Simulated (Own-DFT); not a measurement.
# Computed records: Al3GaN4 (wurtzite random alloy, strained, atoms displaced), Al3Ga5N8 (wurtzite random alloy, atoms displaced)

All values are calculated (Own-DFT development build). A calculation, not a measurement: plane-wave PBE density functional theory by an unreviewed code, no spin, of a simulated periodic cell, stress positive in tension, free energy of the whole cell less one offset for each atom, forces on such cells passed a denser k mesh, this cell's mesh not checked; offsets are fitted by least squares, one for each functional and potential file, so energies compare only between cells with the same atoms and settings and are not formation energies; the far tail of each file's local potential was reset to the Coulomb form; each entry is a single point on an unrelaxed cell, so the pressure reflects the starting lattice, mostly measured values, from which strain is counted, and rises with the displacements; printed positions are rounded, which can move forces by about a meV/angstrom; the program is a retired in-house code; no spin-orbit coupling.

Common to all runs: functional PBE; potential files PseudoDojo norm-conserving, scalar-relativistic, standard set; wave cutoff 42 hartree; occupations Fermi-Dirac.

```json
{"entry": 1, "formula": "Al3GaN4", "kind": "wurtzite random alloy, strained, atoms displaced", "structure": {"cell_angstrom": [[9.1354, 0.0, 0.0], [-4.5677, 7.9115, 0.0], [0.0, 0.0, 10.0655]], "atoms_fractional": [["Ga", 0.11915, 0.22372, 0.99714], ["Ga", 0.21257, 0.10023, 0.249], ["N", 0.10629, 0.22246, 0.18695], ["N", 0.21219, 0.11163, 0.44104], ["Al", 0.11286, 0.21318, 0.50618], ["Al", 0.22713, 0.12096, 0.74673], ["N", 0.1059, 0.20637, 0.69404], ["N", 0.22321, 0.11644, 0.95246], ["Al", 0.09926, 0.55208, 0.9981], ["Al", 0.21169, 0.43816, 0.24722], ["N", 0.11606, 0.5549, 0.19014], ["N", 0.21502, 0.43596, 0.43942], ["Al", 0.11308, 0.56567, 0.50112], ["Al", 0.22198, 0.43642, 0.75434], ["N", 0.10757, 0.55154, 0.68435], ["N", 0.22954, 0.44679, 0.9392], ["Ga", 0.11459, 0.89304, 0.99001], ["Ga", 0.22943, 0.78639, 0.24398], ["N", 0.11463, 0.88309, 0.18369], ["N", 0.2228, 0.77179, 0.44116], ["Al", 0.11342, 0.88988, 0.49101], ["Ga", 0.23216, 0.77437, 0.74848], ["N", 0.10617, 0.88694, 0.68931], ["N", 0.22323, 0.77416, 0.93148], ["Ga", 0.44174, 0.22383, 0.99527], ["Al", 0.54623, 0.10859, 0.25201], ["N", 0.4433, 0.21935, 0.19773], ["N", 0.54999, 0.10472, 0.44139], ["Al", 0.44867, 0.22475, 0.50276], ["Al", 0.56235, 0.12747, 0.73918], ["N", 0.44575, 0.21954, 0.69206], ["N", 0.55413, 0.11514, 0.94299], ["Al", 0.44101, 0.56096, 0.99463], ["Al", 0.55657, 0.44688, 0.24323], ["N", 0.45191, 0.56113, 0.17739], ["N", 0.55203, 0.44898, 0.43747], ["Al", 0.44478, 0.55809, 0.50242], ["Al", 0.54887, 0.43803, 0.74647], ["N", 0.4518, 0.5578, 0.69169], ["N", 0.56054, 0.44439, 0.94099], ["Al", 0.43505, 0.88837, 0.00099], ["Al", 0.55006, 0.76453, 0.23923], ["N", 0.43597, 0.88436, 0.18783], ["N", 0.55115, 0.77981, 0.44139], ["Al", 0.44841, 0.89204, 0.49783], ["Al", 0.54621, 0.7706, 0.74783], ["N", 0.45498, 0.904, 0.69134], ["N", 0.55466, 0.77218, 0.93814], ["Al", 0.77077, 0.2122, 0.99866], ["Al", 0.88744, 0.1036, 0.26003], ["N", 0.77497, 0.21888, 0.18569], ["N", 0.88941, 0.11595, 0.44097], ["Al", 0.78676, 0.23409, 0.5019], ["Al", 0.88517, 0.11343, 0.75454], ["N", 0.78061, 0.22203, 0.68589], ["N", 0.90133, 0.1138, 0.9504], ["Al", 0.78713, 0.56094, 0.00175], ["Al", 0.89273, 0.4284, 0.25277], ["N", 0.78018, 0.55268, 0.18651], ["N", 0.89344, 0.45051, 0.42729], ["Al", 0.77834, 0.56348, 0.49101], ["Al", 0.8891, 0.43844, 0.74673], ["N", 0.76097, 0.54388, 0.68826], ["N", 0.88848, 0.44349, 0.93829], ["Ga", 0.77697, 0.89104, 0.99291], ["Al", 0.89186, 0.77179, 0.24825], ["N", 0.77491, 0.88581, 0.18859], ["N", 0.8846, 0.78203, 0.44216], ["Ga", 0.7746, 0.89225, 0.49909], ["Ga", 0.89731, 0.79383, 0.74752], ["N", 0.76877, 0.88359, 0.69546], ["N", 0.88107, 0.77016, 0.93761]]}, "settings": {"smearing_width [eV]": 0.1, "k_mesh": "4 x 4 x 3 centred on Gamma"}, "results": {"free_energy_of_cell_above_offsets [eV]": "-12.780", "pressure [GPa]": 20.2, "stress_xx [GPa]": -25.46, "stress_yy [GPa]": -25.41, "stress_zz [GPa]": -9.73, "stress_yz [GPa]": 0.43, "stress_xz [GPa]": 0.33, "stress_xy [GPa]": 0.09, "force_element": ["Ga", "Ga", "N", "N", "Al", "Al", "N", "N", "Al", "Al", "N", "N", "Al", "Al", "N", "N", "Ga", "Ga", "N", "N", "Al", "Ga", "N", "N", "Ga", "Al", "N", "N", "Al", "Al", "N", "N", "Al", "Al", "N", "N", "Al", "Al", "N", "N", "Al", "Al", "N", "N", "Al", "Al", "N", "N", "Al", "Al", "N", "N", "Al", "Al", "N", "N", "Al", "Al", "N", "N", "Al", "Al", "N", "N", "Ga", "Al", "N", "N", "Ga", "Ga", "N", "N"], "force_x [eV/angstrom]": [-1.768, -0.084, -0.194, 3.361, -2.751, 1.528, -1.783, 1.385, 2.284, 2.359, -1.352, 0.23, 0.824, -0.423, 1.06, -2.26, -0.619, -0.954, -2.758, -0.489, -0.254, -1.682, 3.118, -0.106, 1.378, 1.989, -0.572, 0.508, -0.978, 1.584, -2.211, 1.295, 2.534, -0.014, -1.203, 0.717, -0.886, 0.743, -2.162, -0.93, 1.835, -0.403, 3.895, -0.089, -0.696, 0.491, 0.792, -2.426, 0.672, -0.738, 0.051, 0.261, -0.568, 0.663, 0.164, -3.385, -1.226, -1.282, 0.739, -0.562, 0.025, -1.697, 2.724, -0.226, 0.297, -1.066, 0.79, 2.19, -0.509, -1.162, -1.211, 1.193], "force_y [eV/angstrom]": [1.875, 2.021, -0.574, -1.002, 2.033, -3.191, 2.424, -1.527, 0.327, 0.557, -0.396, 0.873, -2.982, 0.76, -1.155, 0.577, -1.731, -3.363, -0.15, 2.681, -0.558, 0.735, 2.27, -0.655, 1.132, -0.059, 0.8, 2.2, 0.101, -2.382, 0.845, -1.794, -1.083, -0.4, -2.9, -0.619, -0.414, 1.201, -1.627, 1.588, 0.277, 2.906, 1.986, -1.275, -0.845, 1.779, -0.855, 1.564, 1.368, 0.421, -1.516, 0.893, -0.805, -1.546, 0.342, 0.527, -1.76, 1.937, -0.316, -0.025, -1.56, 1.892, 0.83, -1.274, -0.985, 0.341, -0.134, -0.091, 0.015, -3.697, 2.081, 1.091], "force_z [eV/angstrom]": [2.345, 0.208, 1.014, 0.055, -0.046, 1.591, -0.603, -4.375, 0.821, 0.96, -1.48, 0.408, -0.506, -1.02, 0.422, -1.193, 0.723, 2.389, -0.239, -0.359, 1.803, -0.921, -1.612, 1.75, 2.415, -0.089, -0.762, -0.192, -1.173, 2.674, -1.563, -2.072, 0.665, 0.508, 0.778, -0.428, -0.46, 1.954, -0.864, -1.116, -0.472, 1.802, -1.216, -1.6, 1.16, 1.036, -1.268, -1.051, 0.965, -2.119, 0.748, 0.455, -1.102, 0.476, -0.005, -3.402, -0.16, -2.112, 0.671, 2.823, 1.536, 0.724, -1.418, -0.922, 1.718, -0.139, 0.941, -1.835, 1.276, 0.804, -0.571, -0.149]}}
{"entry": 2, "formula": "Al3Ga5N8", "kind": "wurtzite random alloy, atoms displaced", "structure": {"cell_angstrom": [[12.6405, 0.0, 0.0], [-6.3203, 10.947, 0.0], [0.0, 0.0, 10.2177]], "atoms_fractional": [["Ga", 0.08538, 0.16798, 0.00362], ["Ga", 0.16989, 0.08037, 0.24844], ["N", 0.08632, 0.16474, 0.18701], ["N", 0.16551, 0.08157, 0.43216], ["Al", 0.08563, 0.16363, 0.50716], ["Ga", 0.15985, 0.09021, 0.74028], ["N", 0.07693, 0.16103, 0.69595], ["N", 0.1684, 0.08148, 0.95093], ["Al", 0.08912, 0.42303, 0.00362], ["Ga", 0.16752, 0.32101, 0.26637], ["N", 0.08734, 0.41091, 0.18393], ["N", 0.16653, 0.33682, 0.43108], ["Al", 0.07623, 0.4123, 0.50138], ["Ga", 0.1677, 0.34483, 0.74882], ["N", 0.08069, 0.40914, 0.68268], ["N", 0.1742, 0.34088, 0.94544], ["Al", 0.08866, 0.66175, 0.99691], ["Ga", 0.16674, 0.58173, 0.24378], ["N", 0.08969, 0.66999, 0.20474], ["N", 0.17951, 0.58297, 0.42536], ["Ga", 0.08604, 0.66007, 0.50651], ["Ga", 0.17118, 0.59163, 0.74846], ["N", 0.08133, 0.6575, 0.68173], ["N", 0.16162, 0.588, 0.94164], ["Al", 0.07996, 0.91641, 0.00413], ["Ga", 0.15646, 0.82576, 0.24199], ["N", 0.07849, 0.91518, 0.19243], ["N", 0.18215, 0.84165, 0.4372], ["Al", 0.08942, 0.91627, 0.5013], ["Ga", 0.15452, 0.83152, 0.75895], ["N", 0.08915, 0.92198, 0.68325], ["N", 0.17226, 0.83191, 0.93759], ["Ga", 0.32734, 0.15707, 0.98229], ["Ga", 0.42636, 0.08739, 0.24967], ["N", 0.3501, 0.17468, 0.18791], ["N", 0.42293, 0.08952, 0.44575], ["Ga", 0.34394, 0.17742, 0.48335], ["Ga", 0.43021, 0.0903, 0.74025], ["N", 0.33004, 0.1663, 0.69045], ["N", 0.40703, 0.07101, 0.92985], ["Ga", 0.33516, 0.43268, 0.0114], ["Ga", 0.41323, 0.33772, 0.24751], ["N", 0.32991, 0.42283, 0.18473], ["N", 0.41899, 0.34294, 0.43495], ["Al", 0.33585, 0.40303, 0.48948], ["Al", 0.39523, 0.31602, 0.74718], ["N", 0.35102, 0.42245, 0.68804], ["N", 0.41625, 0.33347, 0.93484], ["Al", 0.33369, 0.6708, 0.99495], ["Ga", 0.42715, 0.58556, 0.26231], ["N", 0.3461, 0.67008, 0.20139], ["N", 0.41533, 0.58572, 0.43952], ["Ga", 0.33821, 0.67086, 0.51186], ["Al", 0.41849, 0.58563, 0.7507], ["N", 0.33041, 0.66125, 0.6856], ["N", 0.41153, 0.5825, 0.93546], ["Ga", 0.32547, 0.90175, 2e-05], ["Ga", 0.41854, 0.82842, 0.26035], ["N", 0.33463, 0.916, 0.19393], ["N", 0.42737, 0.84061, 0.44053], ["Ga", 0.33538, 0.92776, 0.50283], ["Al", 0.41259, 0.83089, 0.75117], ["N", 0.33293, 0.91184, 0.71814], ["N", 0.41092, 0.82703, 0.93978], ["Ga", 0.59458, 0.16644, 0.99552], ["Al", 0.66638, 0.07736, 0.23563], ["N", 0.5911, 0.17234, 0.19148], ["N", 0.66301, 0.08123, 0.44182], ["Ga", 0.58295, 0.15858, 0.486], ["Ga", 0.6692, 0.09295, 0.75137], ["N", 0.5899, 0.17092, 0.6989], ["N", 0.66519, 0.08365, 0.93899], ["Al", 0.57906, 0.41274, 0.99121], ["Al", 0.66904, 0.328, 0.26248], ["N", 0.58596, 0.41215, 0.17215], ["N", 0.65741, 0.33751, 0.43026], ["Ga", 0.58647, 0.42816, 0.48926], ["Al", 0.6679, 0.33135, 0.75249], ["N", 0.57088, 0.40877, 0.69511], ["N", 0.65553, 0.32023, 0.94248], ["Ga", 0.5856, 0.67846, 0.99664], ["Ga", 0.67257, 0.57492, 0.26229], ["N", 0.59518, 0.67957, 0.19335], ["N", 0.66085, 0.58025, 0.4317], ["Ga", 0.58711, 0.67376, 0.49549], ["Ga", 0.64873, 0.5768, 0.7404], ["N", 0.57538, 0.66401, 0.6815], ["N", 0.66413, 0.57313, 0.94912], ["Ga", 0.58323, 0.91434, 0.98699], ["Ga", 0.67098, 0.83146, 0.24112], ["N", 0.57732, 0.92, 0.18428], ["N", 0.66106, 0.83749, 0.42358], ["Al", 0.58585, 0.93192, 0.50109], ["Ga", 0.6689, 0.8405, 0.74997], ["N", 0.59314, 0.92356, 0.6832], ["N", 0.66582, 0.83046, 0.93766], ["Al", 0.81772, 0.15535, 0.00477], ["Ga", 0.91703, 0.08376, 0.24892], ["N", 0.81634, 0.1542, 0.19585], ["N", 0.92647, 0.09574, 0.4534], ["Al", 0.83815, 0.15824, 0.50906], ["Ga", 0.92621, 0.08098, 0.74761], ["N", 0.83488, 0.16674, 0.68597], ["N", 0.91937, 0.09159, 0.93551], ["Ga", 0.82939, 0.42068, 0.00738], ["Al", 0.90781, 0.32169, 0.24014], ["N", 0.84493, 0.42776, 0.18072], ["N", 0.89698, 0.31828, 0.43576], ["Ga", 0.82658, 0.40521, 0.48867], ["Al", 0.91196, 0.33115, 0.75817], ["N", 0.82762, 0.40711, 0.68963], ["N", 0.90873, 0.33012, 0.95096], ["Al", 0.82527, 0.65956, 0.99635], ["Al", 0.90938, 0.57294, 0.25326], ["N", 0.83973, 0.66915, 0.19318], ["N", 0.92441, 0.58706, 0.43429], ["Al", 0.83307, 0.6746, 0.49353], ["Ga", 0.92615, 0.59741, 0.74974], ["N", 0.82173, 0.66181, 0.691], ["N", 0.91877, 0.58564, 0.9402], ["Ga", 0.83885, 0.91895, 0.00756], ["Al", 0.92111, 0.83465, 0.24119], ["N", 0.81987, 0.91545, 0.189], ["N", 0.91045, 0.82835, 0.43434], ["Ga", 0.82766, 0.91601, 0.50023], ["Ga", 0.91753, 0.83809, 0.74767], ["N", 0.83756, 0.92415, 0.69213], ["N", 0.91938, 0.83601, 0.93592]]}, "settings": {"smearing_width [eV]": 0.05, "k_mesh": "3 x 3 x 3 centred on Gamma"}, "results": {"free_energy_of_cell_above_offsets [eV]": "14.709", "pressure [GPa]": 9.71, "stress_xx [GPa]": -9.33, "stress_yy [GPa]": -9.68, "stress_zz [GPa]": -10.13, "stress_yz [GPa]": -0.1, "stress_xz [GPa]": 0.59, "stress_xy [GPa]": 0.82, "force_element": ["Ga", "Ga", "N", "N", "Al", "Ga", "N", "N", "Al", "Ga", "N", "N", "Al", "Ga", "N", "N", "Al", "Ga", "N", "N", "Ga", "Ga", "N", "N", "Al", "Ga", "N", "N", "Al", "Ga", "N", "N", "Ga", "Ga", "N", "N", "Ga", "Ga", "N", "N", "Ga", "Ga", "N", "N", "Al", "Al", "N", "N", "Al", "Ga", "N", "N", "Ga", "Al", "N", "N", "Ga", "Ga", "N", "N", "Ga", "Al", "N", "N", "Ga", "Al", "N", "N", "Ga", "Ga", "N", "N", "Al", "Al", "N", "N", "Ga", "Al", "N", "N", "Ga", "Ga", "N", "N", "Ga", "Ga", "N", "N", "Ga", "Ga", "N", "N", "Al", "Ga", "N", "N", "Al", "Ga", "N", "N", "Al", "Ga", "N", "N", "Ga", "Al", "N", "N", "Ga", "Al", "N", "N", "Al", "Al", "N", "N", "Al", "Ga", "N", "N", "Ga", "Al", "N", "N", "Ga", "Ga", "N", "N"], "force_x [eV/angstrom]": [-0.081, 1.04, -0.64, -0.173, 0.199, 4.24, 1.102, -2.986, -0.668, -0.89, -1.557, 0.583, 0.262, 2.99, -2.624, -1.836, -4.22, 1.807, -1.814, -1.842, 0.768, 0.203, -0.454, 3.69, 1.126, 1.984, 0.067, -3.342, -0.143, 2.29, -1.253, -4.075, 2.898, -0.568, -2.147, -1.05, -1.094, -2.753, 0.121, 1.623, 1.758, 1.595, 0.95, 2.613, -5.012, 2.412, -3.051, -0.803, 0.694, -0.622, -1.435, 1.353, -0.053, -0.131, 0.987, -0.204, 1.153, -0.83, -0.523, -0.988, 1.972, 1.38, -0.89, 1.649, -4.498, -3.738, 1.525, 2.959, 0.022, 2.061, -0.292, 1.973, -0.293, -1.003, 0.323, 1.279, -0.032, -1.242, 1.069, 0.332, 0.822, -0.809, 0.162, 1.047, -1.307, 1.72, -0.285, -1.005, -1.298, -4.523, 1.487, 0.385, 1.01, 0.571, -2.24, 0.799, 2.636, 0.015, 3.637, 1.048, -3.416, -4.715, 0.522, -0.756, -0.358, 0.836, -0.378, 3.424, -1.182, 0.209, 0.336, 1.422, 0.849, 1.166, 0.331, -1.998, 1.02, -2.049, 0.845, 0.188, -0.623, -2.04, 5.922, 0.994, 0.195, 0.031, -0.224, 0.372], "force_y [eV/angstrom]": [0.972, 0.962, -0.787, 0.265, 0.886, -1.87, 4.159, -2.007, -1.716, 1.608, -0.726, -1.039, 0.69, -0.982, 1.431, -0.336, 2.132, -0.339, -3.301, -1.258, 0.924, -2.135, 1.98, -1.752, -0.155, 2.986, 0.112, -1.372, -0.368, 0.582, -0.651, -2.084, 2.654, -1.069, -1.322, -0.152, -1.217, -1.8, -1.664, 0.77, -2.739, 0.333, -0.6, -1.734, 4.617, 3.624, -0.434, -0.281, -1.212, 0.54, -1.423, -1.614, 0.104, -1.196, 1.274, 2.853, 3.453, 1.181, -0.131, 0.151, -1.683, 0.117, 0.427, -0.244, -1.086, -1.169, -0.515, 1.113, 2.966, -1.375, 1.218, -1.723, -1.406, 1.176, 0.252, -0.878, -2.945, 1.251, -0.849, 3.672, -4.307, 0.444, -4.929, 3.421, -0.144, -0.765, 1.827, 2.011, -0.138, 1.386, -0.384, 1.049, -3.313, -1.022, -0.547, 2.701, 2.043, 0.051, 2.524, -2.013, 1.526, 0.536, 0.624, -0.927, -0.902, 1.601, -3.256, 0.017, 2.036, -0.23, 1.073, -0.393, 0.779, 3.491, -0.158, -0.671, -2.381, -3.089, 1.309, 1.15, 0.585, -1.04, 2.38, 2.074, 0.13, -1.091, -2.194, -0.969], "force_z [eV/angstrom]": [-1.046, -0.998, 1.035, 2.209, -0.861, 2.346, -3.118, -1.83, -0.339, -6.018, 0.872, 6.818, -1.915, 1.342, 0.296, -1.281, 2.301, 0.13, -3.571, 3.572, -4.104, 0.605, 2.164, -0.8, -0.492, 1.884, -1.646, 0.483, -1.506, -1.479, -0.047, 1.745, 1.874, -0.877, 0.088, -0.984, 1.795, 1.849, -1.961, 1.029, -2.561, -2.229, 3.497, -1.392, 3.072, 2.036, -1.496, -0.204, 2.157, -2.023, -3.291, 2.091, -4.114, -0.511, 3.429, -0.889, 1.179, -1.263, -0.448, 2.416, 1.33, -0.128, -3.389, -1.692, 1.818, 2.823, 0.217, -1.932, 2.28, -0.533, -2.708, -0.688, 0.173, -4.99, 3.019, 1.997, 3.569, 0.143, -1.181, -1.668, 1.854, -6.038, -1.66, 3.295, -0.547, 1.936, 0.911, -1.709, 2.075, 1.768, -0.912, 2.99, -0.196, -0.561, 0.858, -0.998, -0.428, 0.92, -2.136, -1.978, -0.826, 1.848, 1.392, 1.501, -3.163, 0.419, 3.819, -1.284, 2.307, -0.3, -0.051, -0.922, 0.714, -0.011, -1.028, 0.747, 1.015, 0.063, -1.569, 0.184, -1.896, 1.558, -0.371, -0.304, -0.637, -0.3, -1.058, 1.233]}}
```
